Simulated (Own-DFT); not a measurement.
# Strain and stress in wurtzite AlN, 128 atoms (Al64N64)

All numbers below are calculated, not measured. They come from Own-DFT, an in-house plane-wave density functional program, since retired, whose code no person has reviewed. Each row is one single-point run on a periodic cell that was not relaxed, without spin or spin-orbit coupling.

Settings of every run: PBE; PseudoDojo norm-conserving scalar-relativistic files; cutoff 42 hartree; 3 x 3 x 3 k mesh centred on Gamma; Gaussian smearing of 0.01 eV.

Known limits: k mesh not checked against a denser one; stress not checked against mesh or cutoff.

Unstrained cell vectors in Å: (12.448, 0.000, 0.000); (-6.224, 10.780, 0.000); (0.000, 0.000, 9.964). The unstrained cell has measured lattice constants (interpolated for alloys), not those of this functional. That, the random moves and any unrelaxed bonds set the pressure at no strain. Each run strains this cell uniformly, with the atoms carried along. Every atom was also moved at random, by a Gaussian of width 0.05 Å on each axis. Strain is the symmetric tensor, in per cent. Stress is positive in tension, and the pressure is minus a third of its trace.

| run | e_xx (%) | e_yy (%) | e_zz (%) | e_yz (%) | e_xz (%) | e_xy (%) | s_xx (GPa) | s_yy (GPa) | s_zz (GPa) | s_yz (GPa) | s_xz (GPa) | s_xy (GPa) | P (GPa) | E (meV/atom) |
|---|---|---|---|---|---|---|---|---|---|---|---|---|---|---|
| 1 | -0.79 | 1.25 | 1.18 | -1.13 | 1.13 | -1.21 | -6.52 | 0.50 | -1.55 | -3.13 | 3.14 | -3.95 | 2.53 | 7.5 |
| 2 | -0.51 | -1.18 | 0.51 | -0.05 | 1.79 | -0.23 | -10.90 | -11.54 | -3.92 | 0.06 | 5.37 | -1.72 | 8.79 | 30.5 |
| 3 | -1.25 | 0.92 | -0.56 | -1.94 | -1.92 | 1.61 | -11.79 | -2.16 | -9.82 | -4.99 | -5.51 | 4.94 | 7.93 | 20.5 |
| 4 | 0.71 | 0.57 | -1.17 | 1.98 | -0.08 | 0.95 | -3.34 | -1.70 | -11.05 | 5.12 | -0.76 | 2.08 | 5.36 | 7.2 |
| 5 | -0.34 | -1.09 | 1.11 | -1.90 | 0.34 | 0.26 | -7.79 | -9.07 | -1.98 | -5.07 | 1.19 | 0.63 | 6.28 | 1.0 |
| 6 | 1.94 | -0.92 | -0.67 | -0.69 | -0.01 | 1.17 | 1.44 | -7.91 | -7.73 | -2.52 | 0.11 | 2.72 | 4.73 | 0.0 |
| 7 | 1.52 | -1.12 | -1.91 | 0.99 | 1.59 | -0.56 | -2.44 | -11.78 | -12.95 | 2.66 | 4.13 | -1.43 | 9.06 | 25.1 |
| 8 | 1.19 | -0.55 | 1.53 | -1.95 | 0.16 | -1.24 | -0.24 | -5.13 | 1.53 | -4.52 | 0.56 | -4.99 | 1.28 | 4.0 |
| 9 | -0.56 | -0.92 | 1.56 | 1.21 | 1.83 | 1.60 | -9.60 | -9.03 | 0.84 | 2.67 | 4.29 | 6.62 | 5.93 | 18.3 |
| 10 | 1.19 | 0.94 | 0.52 | -0.42 | -1.76 | 1.21 | -0.09 | -0.27 | -1.87 | -1.15 | -4.12 | 4.78 | 0.74 | 13.7 |
| 11 | -0.63 | -1.88 | 0.18 | -1.93 | -1.90 | 1.39 | -10.03 | -15.80 | -8.20 | -5.33 | -4.47 | 4.70 | 11.35 | 36.1 |
| 12 | 1.89 | -1.25 | -1.31 | 1.99 | -1.80 | -1.60 | 0.45 | -10.37 | -11.37 | 5.25 | -4.79 | -5.31 | 7.10 | 23.5 |
| 13 | 0.99 | 0.62 | -0.19 | 0.22 | -0.59 | 0.10 | -0.10 | -2.94 | -5.67 | -0.09 | -1.12 | 0.79 | 2.90 | 10.8 |
| 14 | 0.15 | -0.89 | -1.29 | 1.11 | -0.99 | 0.09 | -7.61 | -12.46 | -11.46 | 2.91 | -3.69 | 1.14 | 10.51 | 31.5 |
| 15 | 0.97 | 0.60 | -1.90 | 1.36 | -0.77 | -0.89 | -1.17 | -3.43 | -14.98 | 3.38 | -2.51 | -2.66 | 6.53 | 19.2 |
| 16 | 0.45 | -0.69 | 0.65 | 0.41 | 1.86 | -1.95 | ? | ? | ? | ? | ? | ? | ? | ? |

E is the free energy for each atom above the lowest run shown.

## Worked fit

Each stress component was fitted by least squares to a constant and the strains of the runs shown, as fractions, with shears doubled. Shear strains stay in the fit of a normal stress only where such slopes are resolved. The slopes, in GPa:

| stress | at no strain | per e_xx | per e_yy | per e_zz | scatter |
|---|---|---|---|---|---|
| s_xx | -6.1 | 465 ± 25 | 127 ± 23 | 65 ± 22 | 0.88 |
| s_yy | -5.6 | 107 ± 28 | 485 ± 26 | 99 ± 24 | 0.98 |
| s_zz | -6.3 | 104 ± 24 | 31 ± 22 | 466 ± 21 | 0.83 |

Each shear stress against twice its own strain: yz 129 ± 5, xz 133 ± 6, xy 167 ± 12 GPa. These are stiffnesses along x, y and z of the frame in which the cell vectors are given, which need not be the crystal's axes. The atoms are held to the strained lattice; where symmetry lets them move under strain, relaxing them would lower some slopes. The table should be nearly symmetric about its diagonal, and what it lacks of that shows the noise. A ninth of its sum, 217 ± 5 GPa, estimates the bulk modulus near the mean pressure of these runs, 6.1 GPa, so it lies above the value at zero pressure.

## Withheld run

Question: what normal stresses and pressure should run 16 give?

The fit gives s_xx = -4.5, s_yy = -7.8, s_zz = -3.0 and P = 5.1 GPa. The calculation gave -3.67, -8.30, -2.90 and P = 4.96 GPa.
